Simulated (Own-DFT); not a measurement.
# Which arrangement is lower? Ge32Si32, 64 atoms

These are calculations, not measurements. They come from Own-DFT, an in-house plane-wave density functional program, since retired, whose code no person has reviewed. Each row is one single-point run on a periodic cell that was not relaxed, without spin or spin-orbit coupling.

Settings of every run: PBEsol; PseudoDojo norm-conserving scalar-relativistic files, made for PBE; cutoff 42 hartree; 3 x 3 x 3 k mesh centred on Gamma; Fermi-Dirac smearing of 0.1 eV.

Known limits, some of them of some rows only: not probed for a lower state with spin; forces on such cells passed a denser k mesh, each cell not checked; stress not checked against mesh or cutoff.

All cells hold the same atoms in the same cell, with vectors in Å (11.089, 0.000, 0.000); (0.000, 11.089, 0.000); (0.000, 0.000, 11.089). Every atom was moved at random from its ideal site; u is the rms move along one axis. The random placing of the alloy's atoms differs from row to row. E is the free energy of the cell above the lowest run. The arrangements:

- A: diamond-structure SiGe in clusters
- B: diamond-structure SiGe in ordered layers
- C: diamond-structure SiGe with randomly placed atoms

```
arrangement   u (Å)  E (eV)  P (GPa)
          A  0.0284   0.156     0.66
          A  0.0290   0.223     0.66
          A  0.0331   0.560     0.74
          A  0.0571   3.603     1.31
          A  0.0633   4.252     1.51
          A  0.0665   4.736     1.54
          B  0.0282   0.197     0.63
          B  0.0298   0.252     0.66
          B  0.0301   0.243     0.65
          B  0.0531   2.344     1.08
          B  0.0624   4.528     1.51
          B  0.0645   3.853     1.31
          C  0.0291   0.077     0.51
          C  0.0294   0.000     0.49
          C  0.0306   0.089     0.52
          C  0.0573   2.907     1.01
          C  0.0610   2.864     1.01
          C  0.0628   3.590     1.15
```

Question: once the cost of the random moves is taken out, how do the arrangements rank?

## Worked answer

Fit E = a + b u², with one b for all and one a for each arrangement, and with residuals divided by u², since the noise grows with the moves. Then b = 1208 eV/Å², the scatter at u = 0.04 Å is 0.14 eV, and against A:

- B: -0.03 ± 0.06 eV (not told apart from A)
- C: -0.24 ± 0.06 eV (lower)

These are energies of unrelaxed cells. Relaxing the atoms lowers the strained arrangements most, so the gaps would shrink and small ones could change sign.
